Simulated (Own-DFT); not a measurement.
# Response to strain: beta-Si3N4, 112 atoms (N64Si48)

All numbers below are calculated, not measured. The program, named Own-DFT, is a retired in-house plane-wave density functional code that no person has reviewed. Each row is one single-point run on a periodic cell that was not relaxed, without spin or spin-orbit coupling.

Settings of every run: PBE; PseudoDojo norm-conserving scalar-relativistic files; cutoff 42 hartree; 2 x 2 x 4 k mesh centred on Gamma; Fermi-Dirac smearing of 0.1 eV.

Known limits: forces on such cells moved up to 12 meV/angstrom on a denser k mesh; stress not checked against mesh or cutoff.

Unstrained cell vectors in Å: (15.212, 0.000, 0.000); (-7.606, 13.174, 0.000); (0.000, 0.000, 5.818). The unstrained cell has measured lattice constants (interpolated for alloys), not those of this functional. That, the random moves and any unrelaxed bonds set the pressure at no strain. Each run strains this cell uniformly, with the atoms carried along. Every atom was also moved at random, by a Gaussian of width 0.05 Å on each axis. Strain is the symmetric tensor, in per cent. Stress is positive in tension, and the pressure is minus a third of its trace.

```
run,e_xx (%),e_yy (%),e_zz (%),e_yz (%),e_xz (%),e_xy (%),s_xx (GPa),s_yy (GPa),s_zz (GPa),s_yz (GPa),s_xz (GPa),s_xy (GPa),P (GPa),E (meV/atom)
1,-0.58,-1.75,1.46,0.54,0.68,-0.56,-10.01,-17.70,-4.49,1.65,2.41,-5.01,10.74,39.3
2,-1.73,1.22,-0.70,-1.30,0.14,1.83,-13.32,-5.43,-16.13,-4.49,0.56,7.53,11.62,41.0
3,0.98,0.63,1.33,1.82,-0.06,-0.33,-0.41,-1.72,-1.56,5.87,-0.80,-1.69,1.23,27.6
4,0.02,-1.48,0.63,0.05,-1.82,-1.69,-7.68,-17.39,-9.39,0.86,-7.55,-4.89,11.49,66.5
5,-0.07,-0.39,0.63,1.92,0.60,-1.13,-8.12,-9.86,-4.11,6.60,3.17,-6.72,7.36,17.5
6,-1.11,0.75,-1.13,0.61,0.98,-0.67,-11.14,-7.22,-19.98,2.91,3.99,-1.59,12.78,48.2
7,0.99,-0.06,1.87,-1.12,-0.06,0.94,-1.42,-5.01,4.20,-3.15,0.60,1.86,0.74,11.2
8,-1.67,0.06,-0.46,-1.60,1.91,-0.57,-17.07,-9.10,-15.18,-4.12,6.55,-1.31,13.79,46.4
9,0.47,-1.31,0.88,-0.10,-1.07,-1.19,-6.70,-12.52,-5.45,0.50,-4.44,-3.31,8.23,32.9
10,0.01,0.33,-1.56,-1.34,1.20,-0.51,-11.48,-7.51,-18.42,-3.30,6.44,-0.67,12.47,55.3
11,1.27,-1.43,0.18,0.14,-0.70,0.34,-2.96,-11.09,-10.36,0.18,-3.15,1.30,8.14,17.9
12,-0.76,1.96,-0.84,1.29,-0.88,0.97,-10.82,1.85,-12.56,4.38,-4.50,4.33,7.18,2.5
13,1.68,0.75,1.00,-0.24,1.13,-0.02,2.23,0.08,-1.04,-0.54,3.66,-0.81,-0.42,0.0
14,-1.47,1.34,-0.98,1.53,-0.74,-1.30,-15.18,-2.77,-15.92,4.66,-2.25,-0.87,11.29,34.2
15,-0.40,1.46,-1.39,-1.47,1.42,1.11,-9.77,-3.01,-18.37,-3.93,4.62,3.74,10.38,53.2
16,1.23,1.37,1.81,-1.75,0.19,1.91,1.39,2.49,3.64,-6.07,0.60,6.68,-2.51,16.7
17,1.36,-0.56,-0.09,-1.21,-0.90,-0.74,?,?,?,?,?,?,?,?
```

E is the free energy for each atom above the lowest run shown.

## Worked fit

Each stress component was fitted by least squares to a constant and the strains of the runs shown, as fractions, with shears doubled. Shear strains stay in the fit of a normal stress only where such slopes are resolved. The slopes, in GPa:

| stress | at no strain | per e_xx | per e_yy | per e_zz | scatter |
|---|---|---|---|---|---|
| s_xx | -7.8 | 428 ± 38 | 112 ± 29 | 152 ± 38 | 1.21 |
| s_yy | -7.7 | 185 ± 38 | 533 ± 29 | 60 ± 38 | 1.22 |
| s_zz | -10.4 | 122 ± 46 | 132 ± 36 | 633 ± 46 | 1.48 |

Each shear stress against twice its own strain: yz 151 ± 6, xz 197 ± 14, xy 131 ± 16 GPa. These are stiffnesses along x, y and z of the frame in which the cell vectors are given, which need not be the crystal's axes. The atoms are held to the strained lattice; where symmetry lets them move under strain, relaxing them would lower some slopes. The table should be nearly symmetric about its diagonal, and what it lacks of that shows the noise. A ninth of its sum, 262 ± 7 GPa, estimates the bulk modulus near the mean pressure of these runs, 7.8 GPa, so it lies above the value at zero pressure.

## Withheld run

Question: what normal stresses and pressure should run 17 give?

The fit gives s_xx = -2.8, s_yy = -8.3, s_zz = -10.0 and P = 7.0 GPa. The calculation gave -1.35, -9.42, -10.30 and P = 7.02 GPa.
